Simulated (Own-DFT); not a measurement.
# Which arrangement is lower? Al2C36Si34, 72 atoms

Calculated results; nothing here was measured. They come from Own-DFT, an in-house plane-wave density functional program, since retired, whose code no person has reviewed. Each row is one single-point run on a periodic cell that was not relaxed, without spin or spin-orbit coupling.

Settings of every run: PBE; PseudoDojo norm-conserving scalar-relativistic files; cutoff 42 hartree; 4 x 4 x 3 k mesh centred on Gamma; Fermi-Dirac smearing of 0.1 eV.

Known limits: not probed for a lower state with spin; forces on such cells passed a denser k mesh, each cell not checked; stress not checked against mesh or cutoff.

All cells hold the same atoms in the same cell, with vectors in Å (9.248, 0.000, 0.000); (-4.624, 8.009, 0.000); (0.000, 0.000, 10.068). Every atom was moved at random from its ideal site; u is the rms move along one axis. The defect's site can differ from row to row. E is the free energy of the cell above the lowest run. The arrangements:

- A: 4H SiC, with two Al on a Si site each, 3.1 Å apart
- B: 2H SiC, with two Al on a Si site each, 3.1 Å apart

```
arrangement,u (Å),E (eV),P (GPa)
A,0.0284,0.226,5.70
A,0.0286,0.000,5.73
A,0.0317,1.176,6.13
A,0.0489,3.098,6.81
A,0.0502,4.986,7.45
A,0.0503,4.210,7.19
B,0.0288,0.333,5.80
B,0.0308,0.049,5.70
B,0.0314,0.455,5.86
B,0.0489,4.216,7.10
B,0.0505,4.833,7.15
B,0.0510,4.071,7.17
```

Question: once the cost of the random moves is taken out, how do the arrangements rank?

## Worked answer

Fit E = a + b u², with one b for all and one a for each arrangement, and with residuals divided by u², since the noise grows with the moves. Then b = 2440 eV/Å², the scatter at u = 0.04 Å is 0.49 eV, and against A:

- B: -0.18 ± 0.21 eV (not told apart from A)

These are energies of unrelaxed cells. Relaxing the atoms lowers the strained arrangements most, so the gaps would shrink and small ones could change sign.
